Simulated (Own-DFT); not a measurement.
# Which defects push the lattice out? C40 NbSi2

Calculated, not measured: single-point runs of Own-DFT, a retired in-house plane-wave DFT program that no person has reviewed, on unrelaxed cells, without spin or spin-orbit coupling.

Method: PBEsol; PseudoDojo norm-conserving scalar-relativistic files, made for PBE; cutoff 42 hartree; 4 x 4 x 5 k mesh centred on Gamma; cold (Marzari-Vanderbilt) smearing of 0.2 eV.

Known weak points: forces on such cells failed a check on a denser k mesh; stress not checked against mesh or cutoff.

All runs share one cell, with vectors in Å (0.000, 8.324, 0.000); (-9.613, 0.000, 0.000); (0.000, 0.000, 6.586) and a volume of 527.0 Å³. Atoms were moved at random from their sites; u is the rms move along one axis. The defect's site can differ from row to row.

```
                    cell   formula   u (Å)  P (GPa)
               no defect  Nb12Si24  0.0191    -2.14
               no defect  Nb12Si24  0.0471    -1.02
               no defect  Nb12Si24  0.0509    -0.96
        two Nb vacancies  Nb10Si24  0.0302    -3.51
        two Nb vacancies  Nb10Si24  0.0504    -2.61
        two Nb vacancies  Nb10Si24  0.0543    -1.93
two Si on a Nb site each  Nb10Si26  0.0288    -1.64
two Si on a Nb site each  Nb10Si26  0.0313    -1.61
two Si on a Nb site each  Nb10Si26  0.0503    -0.96
two Nb on a Si site each  Nb14Si22  0.0307     3.61
two Nb on a Si site each  Nb14Si22  0.0475     4.27
two Nb on a Si site each  Nb14Si22  0.0489     4.39
          one Si vacancy  Nb12Si23  0.0294    -2.64
          one Si vacancy  Nb12Si23  0.0306    -2.45
          one Si vacancy  Nb12Si23  0.0478        ?
          one Si vacancy  Nb12Si23  0.0533    -1.80
```

## Analysis

P = P0 + c u² + a shift for each defect gives P0 = -2.27 GPa, c = 520 ± 52 GPa/Å² and a scatter of 0.17 GPa. The shifts, and each times the cell's volume:

- two Nb on a Si site each: 5.39 ± 0.14 GPa, 17.7 eV (8.9 eV for each of its 2 sites)
- two Si on a Nb site each: 0.11 ± 0.14 GPa, 0.4 eV (0.2 eV for each of its 2 sites) (not resolved)
- one Si vacancy: -0.84 ± 0.14 GPa, -2.7 eV
- two Nb vacancies: -1.52 ± 0.14 GPa, -5.0 eV (-2.5 eV for each of its 2 sites)

Positive is outwards. The product with the volume (160.2 GPa Å³ to the eV) is nearly free of the cell's size; divided by the bulk modulus at the cell's pressure it gives the volume that the defect adds. The atoms around the defects weren't relaxed, which would change these numbers.

## Check

Q: what pressure belongs in the blank (one Si vacancy, u = 0.0478 Å)?

The fit gives -1.92 ± 0.20 GPa. The calculation gave -1.81 GPa.
